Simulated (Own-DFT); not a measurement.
# One host, several defects: C11b WSi2

No measurement is shown. These are fixed-geometry runs of a retired plane-wave code named Own-DFT, which no person has reviewed; spin and spin-orbit coupling are neglected.

Common settings: PBE; PseudoDojo norm-conserving scalar-relativistic files; cutoff 50 hartree; 5 x 5 x 5 k mesh centred on Gamma; cold (Marzari-Vanderbilt) smearing of 0.2 eV.

Caveats: forces on such cells failed a check on a denser k mesh; stress not checked against mesh or cutoff.

All runs share one cell, with vectors in Å (-2.148, -5.953, 3.409); (-6.444, 2.976, 1.136); (-2.553, -2.948, -6.757) and a volume of 403.2 Å³. Atoms were moved at random from their sites; u is the rms move along one axis. The defect's site can differ from row to row.

```
              cell  formula   u (Å)  P (GPa)
         no defect  Si20W10  0.0193     4.70
         no defect  Si20W10  0.0206     4.47
         no defect  Si20W10  0.0557     7.18
    one Si vacancy  Si19W10  0.0314     3.35
    one Si vacancy  Si19W10  0.0323     3.16
    one Si vacancy  Si19W10  0.0555     4.95
     one W vacancy   Si20W9  0.0266     3.45
     one W vacancy   Si20W9  0.0308        ?
     one W vacancy   Si20W9  0.0495     4.33
     one W vacancy   Si20W9  0.0587     4.73
one Si on a W site   Si21W9  0.0298     6.08
one Si on a W site   Si21W9  0.0311     6.44
one Si on a W site   Si21W9  0.0451     7.12
one W on a Si site  Si19W11  0.0318     9.94
one W on a Si site  Si19W11  0.0343    10.26
one W on a Si site  Si19W11  0.0546    11.24
```

## Fit

P = P0 + c u² + a shift for each defect gives P0 = 4.49 GPa, c = 740 ± 73 GPa/Å² and a scatter of 0.28 GPa. The shifts, and each times the cell's volume:

- one W on a Si site: 4.71 ± 0.23 GPa, 11.9 eV
- one Si on a W site: 1.10 ± 0.23 GPa, 2.8 eV
- one Si vacancy: -1.93 ± 0.23 GPa, -4.9 eV
- one W vacancy: -1.95 ± 0.24 GPa, -4.9 eV

Positive is outwards. The product with the volume (160.2 GPa Å³ to the eV) is nearly free of the cell's size; divided by the bulk modulus at the cell's pressure it gives the volume that the defect adds. The atoms around the defects weren't relaxed, which would change these numbers.

## Check

Q: what pressure belongs in the blank (one W vacancy, u = 0.0308 Å)?

Estimate: 3.24 ± 0.34 GPa. DFT gave 3.18 GPa.
